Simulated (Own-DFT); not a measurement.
# Point defects and the pressure they add: 4H SiC

No measurement is shown. These are fixed-geometry runs of a retired plane-wave code named Own-DFT, which no person has reviewed; spin and spin-orbit coupling are neglected.

Settings: PBE; PseudoDojo norm-conserving scalar-relativistic files; cutoff 42 hartree; 4 x 4 x 3 k mesh centred on Gamma; Fermi-Dirac smearing of 0.1 eV.

Known weak points (not all hold for every row): a neutral cation vacancy leaves holes that likely carry spin, which these runs leave out; some atoms lie very close together; not probed for a lower state with spin; forces on such cells failed a check on a denser k mesh; forces on such cells passed a denser k mesh, each cell not checked; stress not checked against mesh or cutoff.

All runs share one cell, with vectors in Å (9.248, 0.000, 0.000); (-4.624, 8.009, 0.000); (0.000, 0.000, 10.068) and a volume of 745.7 Å³. Atoms were moved at random from their sites; u is the rms move along one axis. The defect's site can differ from row to row.

```
cell,formula,u (Å),P (GPa)
no defect,C36Si36,0.0277,3.72
no defect,C36Si36,0.0312,3.92
no defect,C36Si36,0.0555,5.65
one Si vacancy,C36Si35,0.0278,3.07
one Si vacancy,C36Si35,0.0293,3.27
one Si vacancy,C36Si35,0.0308,3.52
one C on a Si site and one Si on a C site,C36Si36,0.0294,7.35
one C on a Si site and one Si on a C site,C36Si36,0.0496,8.87
one C on a Si site and one Si on a C site,C36Si36,0.0504,9.35
one Al on a Si site and one N on a C site,AlC35NSi35,0.0507,5.30
one Al on a Si site and one N on a C site,AlC35NSi35,0.0517,5.38
one Al on a Si site and one N on a C site,AlC35NSi35,0.0532,5.53
two N on a C site each,C34N2Si36,0.0299,?
two N on a C site each,C34N2Si36,0.0302,2.71
two N on a C site each,C34N2Si36,0.0488,3.76
two N on a C site each,C34N2Si36,0.0540,4.64
```

## Worked fit

P = P0 + c u² + a shift for each defect gives P0 = 2.95 GPa, c = 921 ± 64 GPa/Å² and a scatter of 0.17 GPa. The shifts, and each times the cell's volume:

- one C on a Si site and one Si on a C site: 3.77 ± 0.14 GPa, 17.6 eV
- one Al on a Si site and one N on a C site: -0.03 ± 0.16 GPa, -0.1 eV (not resolved)
- one Si vacancy: -0.46 ± 0.15 GPa, -2.1 eV
- two N on a C site each: -1.15 ± 0.14 GPa, -5.4 eV (-2.7 eV for each of its 2 sites)

Against the defect-free cell, a freed cell would be larger where the shift is positive and smaller where it is negative (160.2 GPa Å³ is 1 eV). The atoms around the defects weren't relaxed, which would change these numbers.

## Prediction

Asked: what pressure belongs in the blank (two N on a C site each, u = 0.0299 Å)?

The fitted form gives 2.63 ± 0.21 GPa. The calculation gave 2.53 GPa.
